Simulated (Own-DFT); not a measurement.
# Point defects and the pressure they add: C40 NbSi2

The numbers are computed, not measured, by runs of the plane-wave DFT program Own-DFT (in-house, retired, unreviewed) at fixed positions, with no spin and no spin-orbit coupling.

Common settings: PBE; PseudoDojo norm-conserving scalar-relativistic files; cutoff 42 hartree; 4 x 4 x 5 k mesh centred on Gamma; cold (Marzari-Vanderbilt) smearing of 0.2 eV.

Known weak points: forces on such cells failed a check on a denser k mesh; stress not checked against mesh or cutoff.

All runs share one cell, with vectors in Å (0.000, 8.324, 0.000); (-9.613, 0.000, 0.000); (0.000, 0.000, 6.586) and a volume of 527.0 Å³. u is the rms random offset of the atoms per axis. The defect's site can differ from row to row.

| cell | formula | u (Å) | P (GPa) |
|---|---|---|---|
| no defect | Nb12Si24 | 0.0200 | 1.52 |
| no defect | Nb12Si24 | 0.0221 | 1.54 |
| no defect | Nb12Si24 | 0.0505 | 2.58 |
| two Si on a Nb site each | Nb10Si26 | 0.0286 | 1.58 |
| two Si on a Nb site each | Nb10Si26 | 0.0343 | 2.09 |
| two Si on a Nb site each | Nb10Si26 | 0.0507 | 3.20 |
| two Nb vacancies | Nb10Si24 | 0.0288 | -0.18 |
| two Nb vacancies | Nb10Si24 | 0.0328 | -0.04 |
| two Nb vacancies | Nb10Si24 | 0.0526 | 1.01 |
| two Nb on a Si site each | Nb14Si22 | 0.0300 | 7.39 |
| two Nb on a Si site each | Nb14Si22 | 0.0496 | 8.49 |
| two Nb on a Si site each | Nb14Si22 | 0.0536 | 8.36 |
| one Si vacancy | Nb12Si23 | 0.0270 | 0.91 |
| one Si vacancy | Nb12Si23 | 0.0299 | 0.97 |
| one Si vacancy | Nb12Si23 | 0.0522 | 2.05 |
| one Si vacancy | Nb12Si23 | 0.0533 | ? |

## Worked fit

P = P0 + c u² + a shift for each defect gives P0 = 1.19 GPa, c = 607 ± 50 GPa/Å² and a scatter of 0.17 GPa. The shifts, and each times the cell's volume:

- two Nb on a Si site each: 5.63 ± 0.15 GPa, 18.5 eV (9.3 eV for each of its 2 sites)
- two Si on a Nb site each: 0.18 ± 0.14 GPa, 0.6 eV (0.3 eV for each of its 2 sites) (not resolved)
- one Si vacancy: -0.76 ± 0.14 GPa, -2.5 eV
- two Nb vacancies: -1.87 ± 0.14 GPa, -6.1 eV (-3.1 eV for each of its 2 sites)

Against the defect-free cell, a freed cell would be larger where the shift is positive and smaller where it is negative (160.2 GPa Å³ is 1 eV). The atoms around the defects weren't relaxed, which would change these numbers.

## Withheld run

Asked: what pressure belongs in the blank (one Si vacancy, u = 0.0533 Å)?

Estimate: 2.15 ± 0.21 GPa. The calculation gave 2.03 GPa.
